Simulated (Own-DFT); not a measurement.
# Computed records: Hf₃₆O₇₁ (tetragonal hafnia with one neutral oxygen vacancy, atoms displaced)

Computed with Own-DFT development build. A calculation, not a measurement: plane-wave PBE and HSE06 DFT by an unreviewed code, no spin, of a simulated cell at Gamma alone, so results move with cell size and shape, stress positive in tension, energies less offsets, not probed for a lower state with spin; hafnium file: forces about 75 meV/angstrom off all-electron values; oxygen file: force components 24 meV/angstrom off all-electron in a glass; k mesh not checked against a denser one; forces and stress are PBE's, HSE06 gives the energy alone, and its difference from PBE has offsets of its own; offsets are fitted by least squares, one for each functional and potential file, so energies compare only between cells with the same atoms and settings and are not formation energies; the far tail of each file's local potential was reset to the Coulomb form; each entry is a single point on an unrelaxed cell, so the pressure reflects the starting lattice, taken from the Materials Project, from which strain is counted, and rises with the displacements; printed positions are rounded, which can move forces by about a meV/angstrom; the program is a retired in-house code; no spin-orbit coupling.

Settings shared by all entries: first functional PBE; second functional HSE06; exact exchange share 0.25; screening 0.11 1/bohr; exchange divergence Gygi-Baldereschi; potential files PseudoDojo norm-conserving, scalar-relativistic, made for PBE, standard set; wave cutoff 48 hartree; occupations fixed; k mesh 1 x 1 x 1 centred on Gamma.

(1) Hf₃₆O₇₁ (tetragonal hafnia with one neutral oxygen vacancy, atoms displaced)

```
Hf36O71
1.0
     10.7800     0.0000     0.0000
      0.0000    10.7800     0.0000
      0.0000     0.0000    10.4493
Hf O Hf O Hf O Hf O Hf O Hf O Hf O Hf O Hf O Hf O Hf O Hf O Hf O Hf O Hf O Hf O Hf O Hf O
2 4 2 4 2 3 2 4 2 4 2 4 2 4 2 4 2 4 2 4 2 4 2 4 2 4 2 4 2 4 2 4 2 4 2 4
Direct
  0.00142 0.99820 0.99906
  0.16640 0.16356 0.24805
  0.00069 0.16508 0.14926
  0.16221 0.99870 0.34876
  0.00020 0.17409 0.40272
  0.16225 0.00095 0.09826
  0.99838 0.99885 0.49405
  0.16390 0.16376 0.74855
  0.00181 0.16682 0.65490
  0.16668 0.00150 0.84645
  0.00130 0.16519 0.90936
  0.16650 0.00130 0.59461
  0.00444 0.33563 0.99648
  0.16663 0.50017 0.25094
  0.00109 0.50018 0.15833
  0.00052 0.50160 0.40276
  0.16319 0.33434 0.09980
  0.00004 0.33662 0.49799
  0.17190 0.50101 0.74881
  0.00093 0.49709 0.64951
  0.16508 0.33286 0.84609
  0.00326 0.50220 0.90345
  0.17150 0.33647 0.59950
  0.99876 0.66994 0.99999
  0.16608 0.82800 0.24479
  0.00147 0.83089 0.15146
  0.16911 0.66376 0.35075
  0.99909 0.83471 0.40857
  0.16745 0.66899 0.09593
  0.99997 0.66800 0.49557
  0.16764 0.82942 0.75447
  0.99950 0.82622 0.65300
  0.16460 0.66668 0.85403
  0.99954 0.83750 0.89429
  0.16750 0.66363 0.59932
  0.33224 0.00212 0.99899
  0.50160 0.16765 0.25018
  0.33237 0.16467 0.15446
  0.50156 0.00188 0.35087
  0.33090 0.16208 0.40243
  0.50587 0.99678 0.09431
  0.33866 0.99979 0.50438
  0.49840 0.16621 0.75028
  0.33491 0.16372 0.65203
  0.50059 0.99897 0.84979
  0.33437 0.16799 0.90182
  0.50090 0.99469 0.59534
  0.33433 0.33212 0.00287
  0.50316 0.49802 0.25231
  0.33060 0.49448 0.14903
  0.49725 0.33324 0.34566
  0.32605 0.49966 0.40543
  0.49956 0.32918 0.09458
  0.34043 0.33174 0.49415
  0.50116 0.50128 0.75015
  0.33478 0.49513 0.65394
  0.49501 0.33460 0.84918
  0.33110 0.50016 0.90092
  0.50037 0.32984 0.59600
  0.33526 0.66436 0.99757
  0.50400 0.83609 0.24889
  0.33667 0.83607 0.14943
  0.50442 0.66860 0.34531
  0.33382 0.83464 0.40001
  0.50508 0.66827 0.10084
  0.33267 0.66030 0.50202
  0.50201 0.82932 0.74915
  0.33330 0.83499 0.65309
  0.50076 0.66625 0.84693
  0.33144 0.83058 0.89939
  0.50094 0.66853 0.59437
  0.66780 0.99696 0.00219
  0.83716 0.16664 0.25083
  0.66931 0.16588 0.15338
  0.82897 0.99997 0.34870
  0.66786 0.16922 0.40062
  0.83112 0.99484 0.09598
  0.66177 0.00175 0.49813
  0.83419 0.16552 0.75138
  0.67135 0.16658 0.65105
  0.83084 0.00408 0.85255
  0.66592 0.16431 0.90702
  0.83396 0.00218 0.60186
  0.67072 0.33349 0.99829
  0.83453 0.49471 0.24899
  0.66853 0.50107 0.15454
  0.83147 0.33031 0.34708
  0.66573 0.50145 0.40226
  0.83494 0.33579 0.10278
  0.66947 0.33005 0.50193
  0.83186 0.49618 0.74860
  0.66861 0.49722 0.64924
  0.83559 0.33447 0.84860
  0.66652 0.50552 0.89663
  0.83095 0.33148 0.59761
  0.66632 0.66639 0.99459
  0.83262 0.83234 0.25070
  0.66354 0.82865 0.15076
  0.83148 0.66713 0.35161
  0.66393 0.83197 0.40061
  0.84069 0.67166 0.09890
  0.66427 0.66587 0.49996
  0.83405 0.83250 0.74981
  0.66826 0.83257 0.64334
  0.83028 0.66968 0.84931
  0.66438 0.83417 0.90725
  0.83969 0.66441 0.59672
```

* PBE energy of cell above offsets: -100.986 eV
* HSE06 less PBE above offsets: -0.149 eV
* PBE pressure: 0.64 GPa
* PBE stress xx: -0.01 GPa
* PBE stress yy: -0.81 GPa
* PBE stress zz: -1.1 GPa
* PBE stress yz: 0.05 GPa
* PBE stress xz: 0.01 GPa
* PBE stress xy: 0.03 GPa

Force:
```tsv
element	x (eV/Å)	y (eV/Å)	z (eV/Å)
Hf	-0.821	0.358	0.132
Hf	-0.361	0.284	0.78
O	-0.349	-0.106	0.682
O	-0.343	-0.134	-0.853
O	0.188	-1.01	-0.374
O	1.105	-0.202	-0.22
Hf	0.659	0.868	1.237
Hf	0.534	0.526	-0.385
O	-0.57	0.238	-0.02
O	0.249	-0.517	0.392
O	-0.001	0.352	-0.845
O	-0.277	-0.016	0.166
Hf	-0.224	-0.166	0.41
Hf	0.086	-0.985	0.107
O	-0.011	0.135	-0.55
O	0.128	-0.656	-0.454
O	0.651	-0.228	0.009
Hf	0.844	0.339	1.087
Hf	-1.303	-0.473	-0.03
O	-0.148	-0.208	0.718
O	-0.09	-0.044	0.251
O	-0.42	0.065	0.101
O	-0.202	-0.307	-1.363
Hf	0.541	-0.039	-0.446
Hf	1.28	0.697	0.835
O	-0.285	0.216	0.159
O	-0.255	0.719	-0.464
O	-0.167	-0.411	-1.4
O	0.218	0.093	0.354
Hf	-0.052	-0.205	1.258
Hf	-0.307	0.419	-0.791
O	0.313	0.392	0.119
O	0.307	-0.096	-0.652
O	-0.026	-0.589	0.759
O	0.34	-0.043	0.187
Hf	0.373	-0.72	0.11
Hf	0.212	-0.475	-0.424
O	0.377	-0.115	-0.45
O	0.235	0.329	-0.377
O	0.004	0.838	-0.174
O	-1.486	0.434	0.734
Hf	-1.744	-0.836	-0.737
Hf	0.224	0.039	0.385
O	0.151	-0.123	0.172
O	-0.292	-0.092	-0.841
O	0.059	-0.273	0.261
O	0.447	0.402	0.934
Hf	-0.522	0.381	-0.333
Hf	-0.052	1.233	-0.728
O	0.819	0.342	0.573
O	-0.125	-0.043	0.299
O	0.401	-0.471	-0.619
O	0.77	0.164	0.341
Hf	-1.626	-0.616	0.724
Hf	0.102	-0.813	-0.137
O	0.943	0.686	-0.301
O	0.503	0.069	-0.496
O	0.194	-0.065	0.004
O	0.592	0.027	0.183
Hf	-0.095	0.492	0.824
Hf	-0.797	-0.418	0.278
O	-0.56	0.032	0.086
O	-0.446	-0.973	0.206
O	0.051	-0.549	0.549
O	-1.05	-0.598	-0.9
Hf	-0.468	1.877	-0.507
Hf	-0.233	1.186	-0.302
O	0.286	-0.24	0.264
O	-0.052	-0.124	0.109
O	0.121	0.352	0.309
O	-0.497	-0.388	0.808
Hf	0.31	0.559	-0.304
Hf	-0.146	-0.139	-0.498
O	-0.116	0.263	0.212
O	0.5	0.04	-0.094
O	-0.419	-0.294	0.151
O	0.878	-0.121	0.663
Hf	1.356	-0.542	0.014
Hf	0.243	-0.578	-0.212
O	-1.211	-0.044	0.269
O	0.074	-0.774	-0.643
O	-0.064	1.099	-0.428
O	-0.02	-0.124	-0.574
Hf	-0.178	-0.383	0.354
Hf	0.068	0.69	0.444
O	-0.279	-0.264	-0.557
O	-0.004	0.67	0.433
O	-0.234	-0.953	-0.008
O	-0.063	0.068	-0.791
Hf	-0.027	0.537	-0.225
Hf	1.028	1.097	-0.483
O	-0.629	0.232	0.314
O	-0.364	-0.222	0.259
O	-0.03	-1.441	0.266
O	0.569	0.207	0.165
Hf	0.652	0.607	1.45
Hf	-0.54	-0.377	-0.288
O	1.343	0.248	0.281
O	0.289	-0.153	-0.694
O	0.15	0.533	-0.057
O	-1.524	-0.322	-0.102
Hf	1.346	0.473	-0.501
Hf	0.417	0.603	-0.562
O	-0.134	-0.205	1.25
O	0.114	-0.613	-0.236
O	-0.054	-0.511	-1.203
O	-1.356	-0.094	0.21
```

(2) Hf₃₆O₇₁ (tetragonal hafnia with one neutral oxygen vacancy, atoms displaced)

```
Hf36O71
1.0
     10.7800     0.0000     0.0000
      0.0000    10.7800     0.0000
      0.0000     0.0000    10.4493
Hf O Hf O Hf O Hf O Hf O Hf O Hf O Hf O Hf O Hf O Hf O Hf O Hf O Hf O Hf O Hf O Hf O Hf O
2 4 2 4 2 4 2 4 2 4 2 4 2 4 2 4 2 4 2 4 2 4 2 4 2 4 2 3 2 4 2 4 2 4 2 4
Direct
  0.00412 0.00048 0.99796
  0.16421 0.16736 0.25241
  0.00063 0.17223 0.15328
  0.16271 0.99777 0.35126
  0.00645 0.16514 0.40518
  0.16945 0.00061 0.09653
  0.99632 0.99717 0.49884
  0.16486 0.16736 0.74818
  0.99585 0.17349 0.64960
  0.16579 0.00158 0.84618
  0.00681 0.17032 0.90140
  0.16824 0.99948 0.59620
  0.00228 0.33404 0.00128
  0.17183 0.50096 0.25215
  0.00044 0.50037 0.15053
  0.16740 0.33300 0.34062
  0.99742 0.49610 0.40449
  0.16610 0.33035 0.09759
  0.99900 0.32892 0.50157
  0.16172 0.49663 0.74788
  0.00087 0.49950 0.65419
  0.16206 0.33500 0.85020
  0.00155 0.50333 0.90689
  0.16578 0.33371 0.59497
  0.00364 0.66683 0.00404
  0.16734 0.83508 0.25155
  0.00092 0.83382 0.15330
  0.16383 0.66850 0.34654
  0.99707 0.83354 0.40630
  0.16600 0.66661 0.09408
  0.99949 0.66612 0.49932
  0.16778 0.83340 0.74866
  0.99981 0.82854 0.65629
  0.16515 0.67037 0.84753
  0.00027 0.83214 0.89897
  0.16499 0.66776 0.59684
  0.33530 0.00806 0.00087
  0.49724 0.16795 0.25359
  0.32677 0.16466 0.14921
  0.49953 0.00030 0.34874
  0.32938 0.17488 0.40322
  0.50082 0.99534 0.09687
  0.33454 0.99523 0.49618
  0.49804 0.16473 0.74935
  0.33138 0.16427 0.65681
  0.49776 0.00094 0.85327
  0.33369 0.16301 0.89817
  0.50003 0.00224 0.59753
  0.33294 0.33266 0.99809
  0.49905 0.50204 0.24489
  0.33279 0.49927 0.15658
  0.50193 0.33295 0.34355
  0.33317 0.49443 0.39858
  0.49801 0.33481 0.09636
  0.33584 0.33073 0.50295
  0.49828 0.49888 0.75399
  0.33477 0.50342 0.65213
  0.50157 0.33235 0.84963
  0.33715 0.49881 0.90378
  0.49701 0.32979 0.60125
  0.33476 0.66579 0.99766
  0.49549 0.82927 0.24574
  0.33081 0.83346 0.15291
  0.49934 0.66412 0.34710
  0.33365 0.83358 0.40371
  0.49870 0.66649 0.10401
  0.33026 0.67153 0.49630
  0.50009 0.83654 0.75142
  0.33626 0.83124 0.65229
  0.49751 0.66448 0.84720
  0.32943 0.83129 0.89981
  0.49739 0.66577 0.59626
  0.67327 0.99866 0.00054
  0.83392 0.17038 0.25325
  0.66563 0.16558 0.14867
  0.83779 0.00142 0.34734
  0.67344 0.16439 0.40224
  0.83763 0.00199 0.10032
  0.66419 0.99896 0.49733
  0.83737 0.16558 0.74998
  0.83241 0.99857 0.84340
  0.67041 0.16758 0.90237
  0.83330 0.00215 0.59402
  0.66427 0.33499 0.00117
  0.84012 0.50304 0.25086
  0.66878 0.49762 0.15359
  0.83032 0.33496 0.34974
  0.66588 0.50036 0.40332
  0.83109 0.33230 0.10019
  0.66481 0.33002 0.50190
  0.83295 0.49848 0.75118
  0.66333 0.49699 0.65604
  0.83352 0.33237 0.84573
  0.66701 0.49808 0.90087
  0.83228 0.33543 0.59553
  0.66784 0.67015 0.99797
  0.83006 0.83378 0.24929
  0.66347 0.83316 0.15101
  0.83732 0.66723 0.35088
  0.66361 0.83753 0.40205
  0.83564 0.67106 0.09535
  0.66647 0.66692 0.50112
  0.83116 0.83533 0.75220
  0.66998 0.83153 0.65750
  0.82461 0.66540 0.84549
  0.66751 0.83501 0.89810
  0.83592 0.66472 0.59980
```

- PBE energy of cell above offsets: -101.241 eV
- HSE06 less PBE above offsets: -0.155 eV
- PBE pressure: 0.91 GPa
- PBE stress xx: -0.4 GPa
- PBE stress yy: -0.69 GPa
- PBE stress zz: -1.65 GPa
- PBE stress yz: -0.24 GPa
- PBE stress xz: -0.12 GPa
- PBE stress xy: -0.04 GPa

Force:
```tsv
element	x (eV/Å)	y (eV/Å)	z (eV/Å)
Hf	0.289	-0.322	0.039
Hf	-0.205	0.015	-0.27
O	-0.188	-0.325	0.087
O	0.631	0.093	-0.448
O	-0.373	0.153	-0.403
O	-0.793	-0.177	0.154
Hf	0.704	0.01	0.153
Hf	-0.199	-0.235	0.203
O	0.931	-0.364	0.256
O	-0.213	-0.063	-0.085
O	-0.494	-0.909	0.049
O	-0.307	0.01	-0.033
Hf	-0.62	0.151	0.299
Hf	-0.699	-0.526	-0.032
O	0.416	0.108	0.423
O	-0.391	0.316	0.548
O	0.2	0.434	-0.16
O	0.522	0.419	-0.279
Hf	-0.217	0.491	-0.333
Hf	0.89	1.108	0.282
O	-0.312	-0.176	-0.078
O	0.529	-0.135	-0.474
O	-0.169	-0.384	-0.54
O	0.399	0.006	0.413
Hf	-0.128	0.435	-0.946
Hf	-0.734	0.15	-0.638
O	0.004	0.073	0.285
O	0.316	-0.085	0.146
O	0.112	-0.257	-0.376
O	0.893	-0.135	0.633
Hf	-0.386	-0.1	0.45
Hf	-0.218	-0.084	0.38
O	-0.21	0.547	-0.461
O	0.2	-1.202	-0.299
O	-0.221	0.472	0.843
O	0.435	0.028	-0.311
Hf	0.121	-1.427	-0.104
Hf	0.28	-0.153	-1.141
O	1.451	-0.042	0.302
O	-0.473	0.15	-0.058
O	0.393	-2.06	-0.285
O	0.024	0.189	0.11
Hf	-0.557	1.42	0.834
Hf	0.831	0.302	0.221
O	0.155	0.211	-0.501
O	0.163	-0.15	-0.789
O	-0.169	1.463	0.218
O	0.073	0.1	0.256
Hf	-0.187	-0.273	0.159
Hf	0.899	-0.434	0.897
O	-0.123	0.115	-1.048
O	0.19	-0.201	0.531
O	-0.258	0.923	0.545
O	-0.338	-0.126	0.127
Hf	-0.551	1.302	-0.079
Hf	0.084	0.036	-0.605
O	-0.676	-0.39	0.284
O	-0.312	-0.489	-0.145
O	-0.244	-0.074	0.19
O	0.641	-0.548	-0.188
Hf	-0.494	0.541	-0.331
Hf	0.526	0.391	0.199
O	0.055	-0.234	0.164
O	-0.235	0.689	0.053
O	-0.006	0.069	-0.845
O	0.158	0.053	-0.835
Hf	0.575	-2.045	1.173
Hf	-0.034	-0.558	0.219
O	-0.173	0.337	-0.558
O	0.287	0.884	0.471
O	0.461	0.548	0.501
O	0.467	0.372	-0.325
Hf	-0.761	1.06	0.17
Hf	-0.417	0.135	-0.861
O	-0.249	-0.104	0.934
O	-0.066	-0.324	-0.172
O	-0.574	0.122	0.436
O	-0.199	-0.329	-0.559
Hf	0.524	0.478	0.55
Hf	-1.599	0.55	-0.018
O	0.254	0.795	0.817
O	-0.115	-0.5	-0.244
O	-0.528	0.186	0.457
Hf	0.597	-0.354	0.003
Hf	-0.929	-0.788	0.168
O	0.005	0.413	-0.15
O	0.35	-0.207	-0.159
O	-0.018	0.259	0.458
O	0.508	0.02	-0.367
Hf	0.333	0.989	-0.172
Hf	-0.605	0.289	-0.178
O	0.311	0.159	-0.33
O	0.362	-0.024	0.1
O	-0.156	0.566	0.611
O	-0.334	-0.346	0.24
Hf	0.346	-0.857	-0.198
Hf	0.674	0.13	0.108
O	0.533	-0.115	-0.086
O	-0.303	0.4	-0.508
O	0.295	-1.165	-0.204
O	-0.72	0	0.417
Hf	-0.095	-0.647	0.301
Hf	0.987	-1.305	-0.289
O	-1.071	0.125	-0.949
O	0.076	0.21	0.333
O	-0.197	-0.098	0.704
O	-0.612	-0.158	-0.463
```
